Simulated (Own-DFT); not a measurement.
# How strain changes the stress of diamond-structure GeSn with randomly placed atoms, 64 atoms (Ge56Sn8)

All numbers below are calculated, not measured. The program, named Own-DFT, is a retired in-house plane-wave density functional code that no person has reviewed. Each row is one single-point run on a periodic cell that was not relaxed, without spin or spin-orbit coupling.

Settings of every run: PBE; PseudoDojo norm-conserving scalar-relativistic files; cutoff 49 hartree; 3 x 3 x 3 k mesh centred on Gamma; Fermi-Dirac smearing of 0.1 eV.

Known limits: forces on such cells moved up to 12 meV/angstrom on a denser k mesh; stress not checked against mesh or cutoff.

Unstrained cell vectors in Å: (11.524, 0.000, 0.000); (0.000, 11.524, 0.000); (0.000, 0.000, 11.524). The unstrained cell has measured lattice constants (interpolated for alloys), not those of this functional. That, the random moves and any unrelaxed bonds set the pressure at no strain. Each run strains this cell uniformly, with the atoms carried along. Every atom was also moved at random, by a Gaussian of width 0.05 Å on each axis. The random placing of the alloy's atoms differs from row to row. Strain is the symmetric tensor, in per cent. Stress is positive in tension, and the pressure is minus a third of its trace.

```
run,e_xx (%),e_yy (%),e_zz (%),s_xx (GPa),s_yy (GPa),s_zz (GPa),P (GPa),E (meV/atom)
1,2.25,2.25,0.00,-1.74,-1.72,-2.81,2.09,0.0
2,2.50,2.50,0.00,-1.36,-1.31,-2.66,1.77,1.1
3,-1.50,-1.50,0.00,-7.94,-7.93,-6.96,7.61,53.7
4,1.50,1.50,0.00,-2.81,-2.73,-3.51,3.02,3.2
5,2.00,2.00,0.00,-2.13,-2.30,-3.33,2.59,17.8
6,-0.75,-0.75,0.00,-6.58,-6.46,-6.05,6.36,39.7
7,1.75,1.75,0.00,-2.39,-2.45,-3.33,2.72,5.1
8,-2.00,-2.00,0.00,-9.01,-8.79,-7.76,8.52,67.8
9,0.75,0.75,0.00,?,?,?,?,?
```

E is the free energy for each atom above the lowest run shown.

## Worked fit

The change of volume is close to e_xx + e_yy + e_zz. A straight line through the runs shown gives P = 5.42 - 74 x (fractional change of volume) GPa, with an error of 2 on the slope and a scatter of 0.15 GPa. The strain isn't the same on all axes, but the crystal is cubic, so the slope still estimates the bulk modulus, averaged over pressures from 1.8 to 8.5 GPa.

## Withheld run

Question: what pressure should run 9 give? Its volume changes by 1.51 %.

The line gives 4.3 GPa. The calculation gave 3.91 GPa.
